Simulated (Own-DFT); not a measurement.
## Calculated data, HfO2 (monoclinic hafnia, atoms displaced)

A calculation, not a measurement: plane-wave density functional theory by an unreviewed code, no spin, of a simulated periodic cell, stress positive in tension, run twice, with PBE and with PBEsol, both on files made for PBE, so the change isn't that of files made for PBEsol, hafnium file: forces about 75 meV/angstrom off all-electron values; oxygen file: force components 24 meV/angstrom off all-electron in one glass; forces on such cells passed a denser k mesh, this cell's mesh not checked; the far tail of each file's local potential was reset to the Coulomb form; each entry is a single point on an unrelaxed cell, so the pressure reflects the starting lattice, mostly measured values (interpolated for alloys), from which strain is counted, and rises with the displacements; printed positions are rounded, which can move forces by about a meV/angstrom; the program, named Own-DFT, is a retired in-house code; no spin-orbit coupling; stress was not checked against mesh or cutoff. Program: Own-DFT development build.

### HfO2 (monoclinic hafnia, atoms displaced)

```
CELL_PARAMETERS angstrom
10.23400 0.00000 0.00000
0.00000 10.35000 0.00000
-1.69550 0.00000 10.44530
ATOMIC_POSITIONS crystal
Hf 0.13701 0.02059 0.10456
Hf 0.36580 0.27169 0.14902
Hf 0.36086 0.48313 0.39945
Hf 0.13816 0.23148 0.35592
O 0.03291 0.16840 0.17336
O 0.46417 0.41423 0.07412
O 0.46225 0.33108 0.32663
O 0.03741 0.08345 0.42204
O 0.22416 0.38159 0.24270
O 0.27592 0.12816 0.01148
O 0.27626 0.12130 0.26122
O 0.22418 0.36678 0.49035
Hf 0.13783 0.01986 0.60731
Hf 0.36230 0.26895 0.64616
Hf 0.36055 0.48095 0.89574
Hf 0.13921 0.22757 0.85514
O 0.03612 0.16616 0.67074
O 0.46187 0.42035 0.58044
O 0.46382 0.33293 0.82484
O 0.04095 0.08257 0.92541
O 0.22249 0.37859 0.74118
O 0.27694 0.12843 0.51364
O 0.27248 0.12093 0.75660
O 0.22325 0.37139 0.99051
Hf 0.13964 0.51931 0.10385
Hf 0.36054 0.77273 0.14520
Hf 0.36123 0.97899 0.39366
Hf 0.13940 0.72919 0.35051
O 0.03581 0.66543 0.17370
O 0.46253 0.91543 0.07612
O 0.46141 0.83671 0.32506
O 0.03681 0.58415 0.42298
O 0.22327 0.87951 0.24131
O 0.27656 0.62871 0.01080
O 0.27587 0.62186 0.26254
O 0.22812 0.86924 0.49129
Hf 0.13340 0.51918 0.60416
Hf 0.36369 0.76700 0.64146
Hf 0.36422 0.98173 0.89849
Hf 0.13848 0.72839 0.85544
O 0.03734 0.66648 0.67539
O 0.46057 0.91423 0.57815
O 0.46056 0.83609 0.82223
O 0.03977 0.58422 0.92274
O 0.22521 0.87513 0.74074
O 0.27728 0.62424 0.51007
O 0.27435 0.62225 0.75733
O 0.22641 0.87425 0.98952
Hf 0.64043 0.01604 0.10267
Hf 0.86268 0.27389 0.14591
Hf 0.86283 0.48071 0.39861
Hf 0.63682 0.23126 0.35124
O 0.53706 0.16524 0.17224
O 0.96209 0.41784 0.07471
O 0.96311 0.33323 0.32417
O 0.53630 0.08252 0.42214
O 0.72854 0.38071 0.23974
O 0.77189 0.12849 0.01322
O 0.77668 0.12376 0.25864
O 0.72382 0.37168 0.48934
Hf 0.63856 0.01754 0.60644
Hf 0.86306 0.27224 0.64563
Hf 0.86249 0.47992 0.89973
Hf 0.63803 0.22997 0.85129
O 0.53574 0.16561 0.67197
O 0.96343 0.41595 0.57560
O 0.96449 0.33354 0.82752
O 0.53775 0.08609 0.92124
O 0.72544 0.37987 0.73672
O 0.77798 0.12935 0.50836
O 0.77840 0.12066 0.75969
O 0.72650 0.37318 0.98748
Hf 0.63778 0.52016 0.10547
Hf 0.86287 0.77053 0.14946
Hf 0.86293 0.98042 0.39389
Hf 0.63654 0.72807 0.35294
O 0.53864 0.66613 0.17231
O 0.96199 0.91768 0.07801
O 0.96329 0.82683 0.32197
O 0.53739 0.58302 0.42294
O 0.72427 0.88406 0.23762
O 0.77304 0.62532 0.01157
O 0.77635 0.61970 0.25773
O 0.72733 0.87048 0.48869
Hf 0.63603 0.52015 0.60766
Hf 0.86128 0.77015 0.64180
Hf 0.86639 0.97699 0.89503
Hf 0.63525 0.72929 0.85260
O 0.53932 0.66766 0.67769
O 0.96276 0.92247 0.57826
O 0.96479 0.83420 0.82514
O 0.53476 0.58129 0.92293
O 0.72617 0.87965 0.74116
O 0.77525 0.62619 0.50988
O 0.77857 0.61940 0.75962
O 0.72593 0.86843 0.99101
```

```
functional                                        : PBE, then PBEsol
potential files                                   : PseudoDojo norm-conserving, scalar-relativistic, standard set
wave cutoff                                       : 72 hartree
occupations                                       : Fermi-Dirac
smearing width                                    : 0.1 eV
k mesh                                            : 2 x 2 x 2 centred on Gamma
PBE pressure                                      : 4.14 GPa
PBE stress xx                                     : -4.18 GPa
PBE stress yy                                     : -3.92 GPa
PBE stress zz                                     : -4.34 GPa
PBE stress yz                                     : 0.21 GPa
PBE stress xz                                     : -0.32 GPa
PBE stress xy                                     : -0.36 GPa
PBEsol pressure                                   : -2.31 GPa
PBEsol stress xx                                  : 2.3 GPa
PBEsol stress yy                                  : 2.49 GPa
PBEsol stress zz                                  : 2.15 GPa
PBEsol stress yz                                  : 0.2 GPa
PBEsol stress xz                                  : 0.04 GPa
PBEsol stress xy                                  : -0.35 GPa
rms change of force components from PBE to PBEsol : 0.039 eV/Å
```

Force:
| force element | PBE force x (eV/Å) | PBE force y (eV/Å) | PBE force z (eV/Å) | PBEsol force x (eV/Å) | PBEsol force y (eV/Å) | PBEsol force z (eV/Å) |
| --- | --- | --- | --- | --- | --- | --- |
| Hf | -0.022 | 0.586 | 0.382 | -0.014 | 0.621 | 0.338 |
| Hf | -0.471 | -0.431 | -0.512 | -0.448 | -0.378 | -0.468 |
| Hf | 0.015 | -0.829 | -0.356 | -0.005 | -0.839 | -0.318 |
| Hf | -0.035 | -0.514 | -0.326 | -0.03 | -0.544 | -0.342 |
| O | 0.568 | -0.393 | -0.248 | 0.558 | -0.366 | -0.193 |
| O | 0.243 | 0.19 | 0.333 | 0.223 | 0.204 | 0.279 |
| O | 0.176 | 0.517 | 0.476 | 0.171 | 0.477 | 0.399 |
| O | -0.223 | -0.345 | -0.11 | -0.217 | -0.344 | -0.057 |
| O | 0.018 | -0.036 | -0.22 | 0.079 | -0.037 | -0.213 |
| O | 0.296 | 0.266 | 0.08 | 0.221 | 0.246 | 0.072 |
| O | -0.175 | 0.042 | -0.046 | -0.231 | 0.04 | -0.04 |
| O | -0.026 | 0.621 | 0.182 | 0.039 | 0.606 | 0.171 |
| Hf | 0.611 | -0.177 | -0.367 | 0.602 | -0.114 | -0.377 |
| Hf | -0.348 | 0.111 | -0.038 | -0.35 | 0.148 | -0.011 |
| Hf | 0.065 | -0.469 | -0.413 | 0.061 | -0.504 | -0.373 |
| Hf | -0.032 | 0.614 | -0.225 | -0.023 | 0.557 | -0.246 |
| O | -0.377 | 0.374 | 0.312 | -0.358 | 0.371 | 0.354 |
| O | 0.228 | -0.003 | -0.085 | 0.22 | 0.014 | -0.135 |
| O | 0.068 | 0.158 | 0.328 | 0.061 | 0.135 | 0.266 |
| O | -0.835 | -0.307 | -0.431 | -0.802 | -0.318 | -0.368 |
| O | 0.036 | 0.089 | -0.211 | 0.097 | 0.08 | -0.206 |
| O | 0.021 | -0.242 | -0.368 | -0.043 | -0.234 | -0.348 |
| O | 0.356 | -0.122 | 0.854 | 0.278 | -0.109 | 0.827 |
| O | -0.02 | -0.046 | 0.06 | 0.04 | -0.031 | 0.054 |
| Hf | -0.249 | -0.093 | 0.094 | -0.234 | -0.046 | 0.063 |
| Hf | 0.14 | -0.277 | -0.101 | 0.13 | -0.213 | -0.076 |
| Hf | -0.171 | 0.785 | 0.832 | -0.173 | 0.715 | 0.832 |
| Hf | -0.115 | 0.014 | 0.798 | -0.108 | -0.035 | 0.742 |
| O | 0.133 | -0.2 | -0.464 | 0.14 | -0.177 | -0.394 |
| O | 0.591 | 0.126 | 0.129 | 0.56 | 0.136 | 0.076 |
| O | 0.962 | -0.863 | -0.014 | 0.921 | -0.854 | -0.066 |
| O | -0.217 | -0.115 | 0.052 | -0.207 | -0.133 | 0.103 |
| O | -0.109 | -0.13 | -0.452 | -0.038 | -0.137 | -0.44 |
| O | 0.22 | 0.178 | 0.231 | 0.149 | 0.165 | 0.223 |
| O | 0.344 | 0.115 | -0.378 | 0.264 | 0.12 | -0.362 |
| O | -0.591 | -0.266 | -0.569 | -0.499 | -0.257 | -0.558 |
| Hf | 0.894 | 0.175 | 0.342 | 0.874 | 0.221 | 0.309 |
| Hf | -1.101 | 0.569 | 0.847 | -1.087 | 0.618 | 0.86 |
| Hf | -0.202 | -0.106 | -0.942 | -0.204 | -0.157 | -0.889 |
| Hf | 0.498 | 0.614 | -0.469 | 0.494 | 0.549 | -0.494 |
| O | -0.625 | 0.082 | -0.577 | -0.598 | 0.089 | -0.513 |
| O | 1.315 | 0.636 | -0.21 | 1.272 | 0.626 | -0.249 |
| O | 0.919 | -0.365 | 0.638 | 0.89 | -0.378 | 0.573 |
| O | -0.699 | -0.421 | 0.163 | -0.667 | -0.421 | 0.21 |
| O | -0.254 | 0.467 | -0.32 | -0.19 | 0.452 | -0.316 |
| O | -0.089 | 0.152 | -0.052 | -0.134 | 0.136 | -0.056 |
| O | 0.198 | -0.421 | 0.479 | 0.126 | -0.405 | 0.471 |
| O | -0.486 | -0.499 | 0.272 | -0.408 | -0.48 | 0.272 |
| Hf | 0.026 | 1.302 | -0.052 | 0.051 | 1.323 | -0.069 |
| Hf | -0.358 | -0.87 | -0.262 | -0.352 | -0.808 | -0.22 |
| Hf | -0.172 | -0.336 | -0.838 | -0.177 | -0.373 | -0.792 |
| Hf | 0.416 | -0.724 | 0.54 | 0.407 | -0.76 | 0.499 |
| O | -0.287 | 0.054 | -0.15 | -0.278 | 0.077 | -0.09 |
| O | 0.938 | 0.349 | 0.487 | 0.903 | 0.357 | 0.42 |
| O | 0.302 | 0.402 | 0.767 | 0.285 | 0.372 | 0.696 |
| O | -0.033 | -0.111 | 0.128 | -0.029 | -0.122 | 0.17 |
| O | -0.699 | 0.059 | 0.011 | -0.614 | 0.053 | 0.008 |
| O | 0.608 | 0.101 | -0.481 | 0.522 | 0.093 | -0.46 |
| O | -0.001 | -0.32 | 0.373 | -0.062 | -0.311 | 0.365 |
| O | -0.13 | 0.042 | -0.071 | -0.055 | 0.049 | -0.068 |
| Hf | -0.115 | 0.683 | -0.722 | -0.106 | 0.717 | -0.726 |
| Hf | -0.298 | -0.718 | -0.04 | -0.298 | -0.657 | -0.016 |
| Hf | 0.112 | 0.136 | -0.894 | 0.096 | 0.08 | -0.84 |
| Hf | 0.247 | 0.018 | 0.561 | 0.234 | -0.034 | 0.524 |
| O | 0.106 | -0.104 | -0.156 | 0.11 | -0.09 | -0.097 |
| O | 0.298 | 0.138 | 0.153 | 0.285 | 0.155 | 0.101 |
| O | 0.211 | -0.13 | 0.04 | 0.197 | -0.142 | -0.013 |
| O | -0.675 | -0.571 | -0.017 | -0.652 | -0.57 | 0.028 |
| O | -0.251 | -0.171 | 0.266 | -0.186 | -0.169 | 0.252 |
| O | -0.232 | -0.156 | 0.185 | -0.281 | -0.162 | 0.181 |
| O | -0.1 | -0.039 | 0.139 | -0.164 | -0.036 | 0.132 |
| O | -0.52 | -0.391 | -0.023 | -0.435 | -0.369 | -0.021 |
| Hf | 0.327 | -0.244 | -0.485 | 0.337 | -0.181 | -0.503 |
| Hf | -0.289 | -0.52 | -1.171 | -0.28 | -0.46 | -1.106 |
| Hf | 0.119 | 0.679 | 0.09 | 0.101 | 0.634 | 0.123 |
| Hf | 0.164 | 0.173 | -0.055 | 0.161 | 0.11 | -0.081 |
| O | -0.86 | 0.567 | 0.119 | -0.821 | 0.562 | 0.172 |
| O | 0.52 | 0.061 | 0.03 | 0.502 | 0.076 | -0.025 |
| O | -0.137 | 0.981 | 1.216 | -0.139 | 0.934 | 1.113 |
| O | -0.384 | 0.08 | -0.071 | -0.368 | 0.07 | -0.021 |
| O | 0.004 | -0.873 | 0.639 | 0.073 | -0.85 | 0.613 |
| O | 0.316 | 0.447 | -0.086 | 0.242 | 0.416 | -0.081 |
| O | -0.157 | 0.372 | 0.68 | -0.218 | 0.369 | 0.661 |
| O | -0.397 | -0.263 | -0.152 | -0.319 | -0.253 | -0.143 |
| Hf | 0.694 | -0.32 | -0.297 | 0.689 | -0.272 | -0.311 |
| Hf | 0.311 | 0.013 | 0.684 | 0.292 | 0.06 | 0.701 |
| Hf | -0.619 | 0.512 | 0.278 | -0.604 | 0.442 | 0.295 |
| Hf | 0.241 | 0.035 | 0.828 | 0.233 | -0.018 | 0.773 |
| O | -0.279 | -0.183 | -0.837 | -0.265 | -0.165 | -0.763 |
| O | -0.18 | -0.741 | -0.049 | -0.183 | -0.71 | -0.1 |
| O | 0.264 | -0.188 | 0.094 | 0.244 | -0.191 | 0.047 |
| O | -0.071 | 0.348 | -0.248 | -0.064 | 0.324 | -0.192 |
| O | -0.153 | -0.324 | -0.314 | -0.086 | -0.317 | -0.315 |
| O | 0.09 | 0.415 | 0.05 | 0.032 | 0.4 | 0.049 |
| O | -0.187 | 0.446 | 0.109 | -0.252 | 0.439 | 0.101 |
| O | -0.169 | 0.076 | -0.373 | -0.104 | 0.089 | -0.355 |
